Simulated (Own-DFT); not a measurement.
Si23GeO48 (quartz with substituted atoms, atoms displaced) (calculated)

All values are calculated (Own-DFT development build). A calculation, not a measurement: plane-wave PBE and HSE06 DFT by an unreviewed code, no spin, of a simulated cell at Gamma alone, so results move with cell size and shape, stress positive in tension, energies less offsets, not probed for a lower state with spin; oxygen file: force components 24 meV/angstrom off all-electron in a glass; k mesh not checked against a denser one; forces and stress are PBE's, HSE06 gives the energy alone, and its difference from PBE has offsets of its own; offsets are fitted by least squares, one for each functional and potential file, so energies compare only between cells with the same atoms and settings and are not formation energies; the far tail of each file's local potential was reset to the Coulomb form; each entry is a single point on an unrelaxed cell, so the pressure reflects the starting lattice, mostly measured values (interpolated for alloys), from which strain is counted, and rises with the displacements; printed positions are rounded, which can move forces by about a meV/angstrom; the program, named Own-DFT, is a retired in-house code; no spin-orbit coupling.

### Si23GeO48 (quartz with substituted atoms, atoms displaced)

```
Si23GeO48
1.0
      9.8268     0.0000     0.0000
     -4.9134     8.5103     0.0000
      0.0000     0.0000    10.8104
Si O Si O Si O Si O Si O Si O Si Ge Si O Si O
3 6 3 6 3 6 3 6 3 6 3 6 1 1 1 6 3 6
Direct
  0.22825 0.00355 0.99518
  0.99470 0.23128 0.32798
  0.26134 0.26173 0.16930
  0.20835 0.12568 0.06184
  0.42808 0.29222 0.22435
  0.35744 0.06827 0.40029
  0.06377 0.35772 0.44461
  0.13102 0.20318 0.27595
  0.29479 0.42295 0.10544
  0.25287 0.01566 0.50683
  0.99779 0.23683 0.82845
  0.26604 0.25427 0.66388
  0.21746 0.14022 0.55760
  0.42710 0.29914 0.72998
  0.36331 0.06087 0.89427
  0.06786 0.36217 0.94112
  0.13235 0.20496 0.77353
  0.29121 0.42438 0.61218
  0.23440 0.49274 0.99982
  0.99693 0.74232 0.33591
  0.26391 0.76171 0.16779
  0.20316 0.63210 0.06047
  0.42289 0.78835 0.23011
  0.35690 0.57047 0.38775
  0.06406 0.86194 0.43630
  0.12190 0.69148 0.27013
  0.29282 0.93055 0.10388
  0.23835 0.49857 0.49989
  0.99978 0.73666 0.82671
  0.26868 0.76840 0.66456
  0.20395 0.62516 0.56164
  0.41622 0.79057 0.72483
  0.36910 0.57931 0.89173
  0.07062 0.86414 0.93836
  0.14261 0.71391 0.77279
  0.29626 0.93179 0.60633
  0.73151 0.00068 0.99393
  0.50951 0.23868 0.34025
  0.76716 0.27826 0.16640
  0.70456 0.12995 0.05180
  0.93195 0.29487 0.22256
  0.86396 0.07241 0.39343
  0.56999 0.35841 0.43788
  0.63015 0.21307 0.27077
  0.78517 0.41908 0.10065
  0.73709 0.00170 0.51306
  0.49230 0.23009 0.83162
  0.76207 0.26679 0.66640
  0.71334 0.13662 0.56413
  0.92979 0.29265 0.72436
  0.87126 0.06021 0.89385
  0.57644 0.36779 0.93864
  0.63444 0.20863 0.77351
  0.79113 0.41697 0.60358
  0.72702 0.49637 0.99450
  0.50777 0.74313 0.33499
  0.76772 0.76540 0.16402
  0.69215 0.62234 0.05812
  0.92992 0.80931 0.23019
  0.86469 0.56976 0.38912
  0.56826 0.86347 0.44008
  0.63243 0.70862 0.27306
  0.79164 0.92442 0.10444
  0.73030 0.50083 0.49781
  0.50403 0.73479 0.82916
  0.75783 0.75524 0.66829
  0.71159 0.63973 0.57193
  0.93616 0.79961 0.72596
  0.86473 0.56609 0.89232
  0.57194 0.86535 0.94298
  0.63019 0.70932 0.77807
  0.79977 0.92658 0.60429
```

| Item | Value |
| --- | --- |
| first functional | PBE |
| second functional | HSE06 |
| exact exchange share | 0.25 |
| screening | 0.11 1/bohr |
| exchange divergence | Gygi-Baldereschi |
| potential files | PseudoDojo norm-conserving, scalar-relativistic, made for PBE, standard set |
| wave cutoff | 48 hartree |
| occupations | fixed |
| k mesh | 1 x 1 x 1 centred on Gamma |
| PBE energy of cell above offsets | -14.543 eV |
| HSE06 less PBE above offsets | -0.250 eV |
| PBE pressure | 11.87 GPa |
| PBE stress xx | -11.24 GPa |
| PBE stress yy | -10.42 GPa |
| PBE stress zz | -13.95 GPa |
| PBE stress yz | -3.37 GPa |
| PBE stress xz | 0.54 GPa |
| PBE stress xy | 3.13 GPa |

Force:
```tsv
element	x (eV/Å)	y (eV/Å)	z (eV/Å)
Si	3.42	-4.745	0.694
Si	0.597	0.41	3.202
Si	1.439	-0.605	-0.241
O	-3.507	4.43	2.237
O	0.621	-0.386	1.543
O	5.486	4.428	-6.765
O	0.946	0.627	-0.157
O	0.558	-0.291	-0.312
O	0.221	-0.029	0.197
Si	-5.215	-6.875	0.313
Si	1.689	-2.626	2.805
Si	-3.996	4.994	3.725
O	-1.617	-0.936	-1.695
O	0.721	0.058	-0.469
O	0.976	2.375	-2.367
O	0.217	0.214	0.043
O	1.219	-0.292	-0.8
O	0.868	-0.562	-0.186
Si	-1.542	2.534	-0.509
Si	2.355	-3.418	-4.063
Si	-1.72	1.522	-0.568
O	1.165	-1.819	-1.287
O	-4.006	2.23	-4.774
O	0.219	-2.293	0.615
O	1.998	5.569	5.561
O	-1.225	0.967	0.602
O	0.479	-1.464	0.838
Si	-1.594	-2.18	-0.338
Si	2.634	-2.031	3.678
Si	-3.087	-2.119	-2.307
O	-0.966	1.979	0.84
O	6.037	0.925	2.323
O	-0.51	-1.755	0.71
O	-0.932	-0.56	-0.421
O	-1.815	-0.535	0.805
O	1.26	-0.756	1.811
Si	2.633	-0.606	1.475
Si	-5.433	-5.62	-5.848
Si	3.345	-6.448	0.163
O	-1.531	3.553	2.739
O	-2.553	0.615	-1.802
O	-1.03	-1.121	0.938
O	-0.045	5.635	5.942
O	3.372	-0.762	-0.85
O	-1.383	4.348	-1.683
Si	-0.559	-0.723	-6.032
Si	1.822	-0.602	2.251
Si	2.751	-1.501	2.588
O	-1.337	-0.557	-0.513
O	-2.623	0.676	-1.89
O	0.15	1.953	-1.623
O	-3.015	-4.049	-2.458
O	-1.121	-0.515	0.685
O	-2.692	4.608	-2.695
Si	2.53	2.54	1.497
Ge	-2.12	-5.458	-1.577
Si	-1.557	-0.515	-0.357
O	0.103	1.517	1.142
O	0.247	-0.589	-0.537
O	-1.654	-0.627	0.995
O	1.108	8.813	9.76
O	7.504	-1.645	-3.291
O	-0.437	0.548	-0.518
Si	2.176	0.241	0.625
Si	-6.65	1.988	3.152
Si	1.162	8.494	6.415
O	1.073	-8.167	-7.619
O	-4.005	0.251	-2.973
O	0.53	1.628	-1.36
O	-1.252	-1.922	-2.082
O	5.515	-0.774	-2.791
O	1.584	-2.187	2.845
```
